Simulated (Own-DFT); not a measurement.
Si4SnGe11 (diamond-structure random alloy, atoms displaced) (calculated)

All values are calculated (Own-DFT development build). A calculation, not a measurement: plane-wave density functional theory by an unreviewed code, no spin, of a simulated periodic cell, stress positive in tension, run twice, with PBE and with PBEsol, both on files made for PBE, so the change isn't that of files made for PBEsol, forces on such cells moved up to 12 meV/angstrom on a denser k mesh; the far tail of each file's local potential was reset to the Coulomb form; each entry is a single point on an unrelaxed cell, so the pressure reflects the starting lattice, mostly measured values (interpolated for alloys), from which strain is counted, and rises with the displacements; printed positions are rounded, which can move forces by about a meV/angstrom; the program, named Own-DFT, is a retired in-house code; no spin-orbit coupling; stress was not checked against mesh or cutoff.

```json
{"formula": "Si4SnGe11", "kind": "diamond-structure random alloy, atoms displaced", "structure": {"cell_angstrom": [[11.3064, 0.0, 0.0], [0.0, 11.3064, 0.0], [0.0, 0.0, 11.3064]], "atoms_fractional": [["Ge", 0.99534, 0.00701, 0.01411], ["Ge", 0.99269, 0.24355, 0.24275], ["Ge", 0.24451, 0.99989, 0.25369], ["Ge", 0.25088, 0.24485, 0.99456], ["Ge", 0.10935, 0.12336, 0.11726], ["Ge", 0.13848, 0.3736, 0.36334], ["Ge", 0.37113, 0.12497, 0.37945], ["Si", 0.37578, 0.38701, 0.12836], ["Ge", 0.00062, 0.0, 0.4959], ["Ge", 0.00103, 0.25524, 0.75938], ["Ge", 0.25541, 0.99287, 0.75041], ["Ge", 0.25771, 0.24474, 0.5052], ["Si", 0.1255, 0.1281, 0.62448], ["Ge", 0.13374, 0.36705, 0.87791], ["Si", 0.38407, 0.11596, 0.86745], ["Si", 0.36807, 0.38386, 0.62949], ["Ge", 0.99945, 0.49696, 0.0037], ["Ge", 0.00104, 0.75236, 0.26016], ["Si", 0.24568, 0.50586, 0.23904], ["Ge", 0.25199, 0.75048, 0.99833], ["Ge", 0.12508, 0.625, 0.12584], ["Si", 0.12293, 0.874, 0.37848], ["Si", 0.37654, 0.62364, 0.3783], ["Si", 0.36483, 0.87968, 0.12504], ["Sn", 0.0034, 0.50025, 0.50076], ["Ge", 0.00497, 0.75297, 0.75325], ["Ge", 0.24631, 0.49737, 0.74721], ["Sn", 0.25024, 0.76304, 0.49966], ["Ge", 0.13934, 0.61138, 0.62603], ["Si", 0.12649, 0.86354, 0.87092], ["Ge", 0.37492, 0.62649, 0.87647], ["Ge", 0.38516, 0.86234, 0.62818], ["Si", 0.49705, 0.00986, 0.99215], ["Ge", 0.50089, 0.23925, 0.24864], ["Sn", 0.75028, 0.99906, 0.2456], ["Ge", 0.75206, 0.25178, 0.99159], ["Ge", 0.62167, 0.12076, 0.11838], ["Ge", 0.6236, 0.37588, 0.36128], ["Si", 0.8772, 0.13734, 0.37788], ["Ge", 0.87577, 0.37247, 0.12332], ["Ge", 0.50076, 0.0052, 0.5068], ["Ge", 0.49693, 0.24889, 0.74308], ["Sn", 0.74969, 0.0085, 0.76145], ["Ge", 0.75647, 0.2464, 0.49859], ["Ge", 0.62486, 0.11724, 0.62139], ["Ge", 0.63792, 0.37466, 0.87309], ["Si", 0.86707, 0.13465, 0.87666], ["Ge", 0.88338, 0.37232, 0.63049], ["Ge", 0.51207, 0.50558, 0.00126], ["Ge", 0.50439, 0.76865, 0.25658], ["Ge", 0.74873, 0.50859, 0.23323], ["Ge", 0.74782, 0.74219, 0.99414], ["Ge", 0.63286, 0.62435, 0.12476], ["Ge", 0.61912, 0.87351, 0.35896], ["Ge", 0.87956, 0.6283, 0.37999], ["Ge", 0.88324, 0.88148, 0.1268], ["Ge", 0.50666, 0.49301, 0.49428], ["Si", 0.49988, 0.75299, 0.75373], ["Si", 0.74684, 0.50525, 0.74783], ["Si", 0.75481, 0.74265, 0.4891], ["Ge", 0.62435, 0.61783, 0.61658], ["Ge", 0.63032, 0.87843, 0.87896], ["Ge", 0.87057, 0.61775, 0.8796], ["Si", 0.86882, 0.87749, 0.63889]]}, "settings": {"functional": "PBE, then PBEsol", "potential_files": "PseudoDojo norm-conserving, scalar-relativistic, standard set", "wave_cutoff [hartree]": 49.0, "occupations": "Fermi-Dirac", "smearing_width [eV]": 0.1, "k_mesh": "3 x 3 x 3 centred on Gamma"}, "results": {"PBE_pressure [GPa]": 5.03, "PBE_stress_xx [GPa]": -5.23, "PBE_stress_yy [GPa]": -4.93, "PBE_stress_zz [GPa]": -4.92, "PBE_stress_yz [GPa]": -0.01, "PBE_stress_xz [GPa]": -1.3, "PBE_stress_xy [GPa]": -0.06, "PBEsol_pressure [GPa]": 2.34, "PBEsol_stress_xx [GPa]": -2.54, "PBEsol_stress_yy [GPa]": -2.24, "PBEsol_stress_zz [GPa]": -2.24, "PBEsol_stress_yz [GPa]": -0.03, "PBEsol_stress_xz [GPa]": -1.25, "PBEsol_stress_xy [GPa]": -0.04, "force_element": ["Ge", "Ge", "Ge", "Ge", "Ge", "Ge", "Ge", "Si", "Ge", "Ge", "Ge", "Ge", "Si", "Ge", "Si", "Si", "Ge", "Ge", "Si", "Ge", "Ge", "Si", "Si", "Si", "Sn", "Ge", "Ge", "Sn", "Ge", "Si", "Ge", "Ge", "Si", "Ge", "Sn", "Ge", "Ge", "Ge", "Si", "Ge", "Ge", "Ge", "Sn", "Ge", "Ge", "Ge", "Si", "Ge", "Ge", "Ge", "Ge", "Ge", "Ge", "Ge", "Ge", "Ge", "Ge", "Si", "Si", "Si", "Ge", "Ge", "Ge", "Si"], "PBE_force_x [eV/angstrom]": [-0.7, 0.768, -0.525, 1.546, 3.073, -0.36, 0.674, 0.196, -0.573, 0.222, -0.574, -0.856, -0.131, -0.796, -1.093, 1.34, 0.589, 0.385, 1.604, -0.402, -0.535, -1.171, 0.403, 1.26, 0.694, -0.8, 1.236, 0.229, -1.276, 0.161, 0.639, 0.868, -0.126, -0.889, 0.759, -0.345, -0.44, 1.015, 0.524, -0.467, -0.587, 0.16, 0.158, -0.881, -0.058, -1.551, 2.999, -2.033, -1.034, -3.661, 1.663, 0.765, -2.003, 2.116, -1.219, -0.104, -1.569, 1.15, 0.745, -1.201, 0.357, -2.387, 0.745, 1.307], "PBE_force_y [eV/angstrom]": [-1.574, 1.012, 0.082, -0.451, 1.39, -0.848, -0.652, -1.101, 0.34, -1.322, 0.185, 1.324, -0.63, 1.282, 1.034, -1.12, -0.156, 0.114, -0.166, 0.189, 0.747, 1.668, -0.291, 0.443, -1.231, -1.361, -0.53, -2.275, 2.726, 1.947, -0.341, 2.377, -1.77, 1.177, 1.509, -0.042, 1.151, -0.542, -1.382, 0.062, -1.712, 0.568, -0.333, 1.099, 2.206, 0.603, 0.349, -0.142, -0.986, -4.018, -1.461, 1.224, 2.323, 1.504, -0.07, -2.818, -0.008, -1.03, -0.71, 1.683, 1.366, -1.436, 0.236, -1.411], "PBE_force_z [eV/angstrom]": [-4.222, 1.045, -0.402, 1.103, 1.631, -0.113, -0.403, -0.549, 0.91, -0.499, -0.212, 0.382, 0.484, -0.055, -0.112, -1.035, -0.454, -0.985, 1.193, 0.403, -0.207, -1.392, -1.487, -0.35, -0.743, -0.743, 2.023, -0.064, 0.405, 1.161, -0.427, 0.941, 1.05, -0.432, 1.038, 1.639, -1.26, 0.335, -0.083, -0.14, -1.352, 0.285, -1.122, 0.45, -0.432, -0.915, 1.267, 0.633, -0.35, -3.145, 2.384, 0.927, -0.303, 5.078, -1.79, -0.711, 0.199, 0.218, -0.333, 1.55, 0.664, 1.088, -1.159, -2.503], "PBEsol_force_x [eV/angstrom]": [-0.679, 0.775, -0.506, 1.42, 2.942, -0.385, 0.659, 0.244, -0.555, 0.222, -0.519, -0.817, -0.126, -0.783, -1.126, 1.314, 0.556, 0.335, 1.481, -0.392, -0.559, -1.16, 0.432, 1.208, 0.68, -0.785, 1.148, 0.261, -1.236, 0.17, 0.588, 0.787, -0.03, -0.825, 0.696, -0.377, -0.39, 0.968, 0.518, -0.448, -0.573, 0.209, 0.049, -0.883, -0.074, -1.509, 2.938, -1.938, -0.965, -3.485, 1.598, 0.741, -1.909, 2.022, -1.126, -0.094, -1.458, 1.118, 0.73, -1.199, 0.311, -2.253, 0.738, 1.305], "PBEsol_force_y [eV/angstrom]": [-1.519, 1.012, 0.131, -0.417, 1.342, -0.85, -0.63, -1.12, 0.335, -1.204, 0.149, 1.278, -0.618, 1.228, 1.061, -1.1, -0.148, 0.075, -0.14, 0.111, 0.752, 1.645, -0.264, 0.406, -1.194, -1.376, -0.471, -2.229, 2.63, 1.89, -0.346, 2.36, -1.759, 1.122, 1.431, 0.02, 1.146, -0.525, -1.355, 0.062, -1.651, 0.536, -0.34, 1.094, 2.139, 0.551, 0.359, -0.168, -0.923, -3.869, -1.421, 1.171, 2.229, 1.465, -0.09, -2.706, 0.002, -1.005, -0.697, 1.62, 1.284, -1.395, 0.258, -1.364], "PBEsol_force_z [eV/angstrom]": [-4.005, 0.948, -0.379, 1.053, 1.583, -0.069, -0.378, -0.577, 0.881, -0.493, -0.238, 0.297, 0.466, -0.062, -0.191, -1.02, -0.431, -0.988, 1.179, 0.388, -0.24, -1.368, -1.421, -0.312, -0.714, -0.72, 1.981, 0.035, 0.403, 1.13, -0.378, 0.87, 1.066, -0.389, 0.962, 1.622, -1.175, 0.335, -0.081, -0.15, -1.305, 0.272, -1.101, 0.477, -0.419, -0.835, 1.257, 0.597, -0.356, -3.02, 2.292, 0.894, -0.321, 4.873, -1.782, -0.679, 0.197, 0.214, -0.322, 1.486, 0.601, 1.055, -1.072, -2.424], "rms_change_of_force_components_from_PBE_to_PBEsol [eV/angstrom]": 0.057}}
```
